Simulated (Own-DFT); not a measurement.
# Which arrangement is lower? Ga48P48, 96 atoms

All numbers below are calculated, not measured. The program, named Own-DFT, is a retired in-house plane-wave density functional code that no person has reviewed. Each row is one single-point run on a periodic cell that was not relaxed, without spin or spin-orbit coupling.

Settings of every run: PBE; PseudoDojo norm-conserving scalar-relativistic files; cutoff 42 hartree; 2 x 3 x 3 k mesh centred on Gamma; Fermi-Dirac smearing of 0.1 eV.

Known limits, some of them of some rows only: not probed for a lower state with spin; forces on such cells failed a check on a denser k mesh; forces on such cells passed a denser k mesh, each cell not checked; stress not checked against mesh or cutoff.

All cells hold the same atoms in the same cell, with vectors in Å (16.352, 0.000, 0.000); (0.000, 10.901, 0.000); (0.000, 0.000, 10.901). Every atom was moved at random from its ideal site; u is the rms move along one axis. The defect's site can differ from row to row. E is the free energy of the cell above the lowest run. The arrangements:

- A: zincblende GaP
- B: zincblende GaP, with one Ga on a P site and one P on a Ga site, 2.4 Å apart

```
arrangement,u (Å),E (eV),P (GPa)
A,0.0187,0.000,2.70
A,0.0197,0.074,2.72
A,0.0218,0.202,2.73
A,0.0443,2.709,3.09
A,0.0483,3.604,3.26
A,0.0527,3.939,3.25
B,0.0306,4.145,2.95
B,0.0308,4.321,3.00
B,0.0316,4.115,2.96
B,0.0485,6.591,3.33
B,0.0486,6.283,3.20
B,0.0491,6.860,3.33
```

Question: once the cost of the random moves is taken out, how do the arrangements rank?

## Worked answer

Fit E = a + b u², with one b for all and one a for each arrangement, and with residuals divided by u², since the noise grows with the moves. Then b = 1693 eV/Å², the scatter at u = 0.04 Å is 0.15 eV, and against A:

- B: 3.16 ± 0.07 eV (higher)

These are energies of unrelaxed cells. Relaxing the atoms lowers the strained arrangements most, so the gaps would shrink and small ones could change sign.
